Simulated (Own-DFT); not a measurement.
# Point defects and the pressure they add: D0_22 TiAl3

The numbers are computed, not measured, by runs of the plane-wave DFT program Own-DFT (in-house, retired, unreviewed) at fixed positions, with no spin and no spin-orbit coupling.

Common settings: PBE; PseudoDojo norm-conserving scalar-relativistic files; cutoff 42 hartree; 4 x 4 x 4 k mesh centred on Gamma; cold (Marzari-Vanderbilt) smearing of 0.2 eV.

Keep in mind: forces on such cells failed a check on a denser k mesh; stress not checked against mesh or cutoff.

All runs share one cell, with vectors in Å (-2.365, -6.981, 4.326); (-7.667, 3.491, 1.442); (-2.950, -3.488, -7.241) and a volume of 625.4 Å³. Atoms were moved at random from their sites; u is the rms move along one axis. The defect's site can differ from row to row.

```
cell,formula,u (Å),P (GPa)
no defect,Al30Ti10,0.0203,1.98
no defect,Al30Ti10,0.0205,1.96
no defect,Al30Ti10,0.0505,2.64
two Ti on an Al site each,Al28Ti12,0.0324,3.14
two Ti on an Al site each,Al28Ti12,0.0491,3.69
two Ti on an Al site each,Al28Ti12,0.0493,3.64
two Al on a Ti site each,Al32Ti8,0.0307,2.96
two Al on a Ti site each,Al32Ti8,0.0309,?
two Al on a Ti site each,Al32Ti8,0.0474,3.29
two Al on a Ti site each,Al32Ti8,0.0478,3.26
two Al vacancies,Al28Ti10,0.0299,1.16
two Al vacancies,Al28Ti10,0.0479,1.45
two Al vacancies,Al28Ti10,0.0509,1.82
```

## Worked fit

P = P0 + c u² + a shift for each defect gives P0 = 1.84 GPa, c = 319 ± 33 GPa/Å² and a scatter of 0.09 GPa. The shifts, and each times the cell's volume:

- two Ti on an Al site each: 1.03 ± 0.08 GPa, 4.0 eV (2.0 eV for each of its 2 sites)
- two Al on a Ti site each: 0.75 ± 0.08 GPa, 2.9 eV (1.5 eV for each of its 2 sites)
- two Al vacancies: -0.97 ± 0.08 GPa, -3.8 eV (-1.9 eV for each of its 2 sites)

Positive is outwards. The product with the volume (160.2 GPa Å³ to the eV) is nearly free of the cell's size; divided by the bulk modulus at the cell's pressure it gives the volume that the defect adds. The atoms around the defects weren't relaxed, which would change these numbers.

## Prediction

Question: what pressure belongs in the blank (two Al on a Ti site each, u = 0.0309 Å)?

From the fit: 2.89 ± 0.11 GPa. The calculation gave 2.91 GPa.
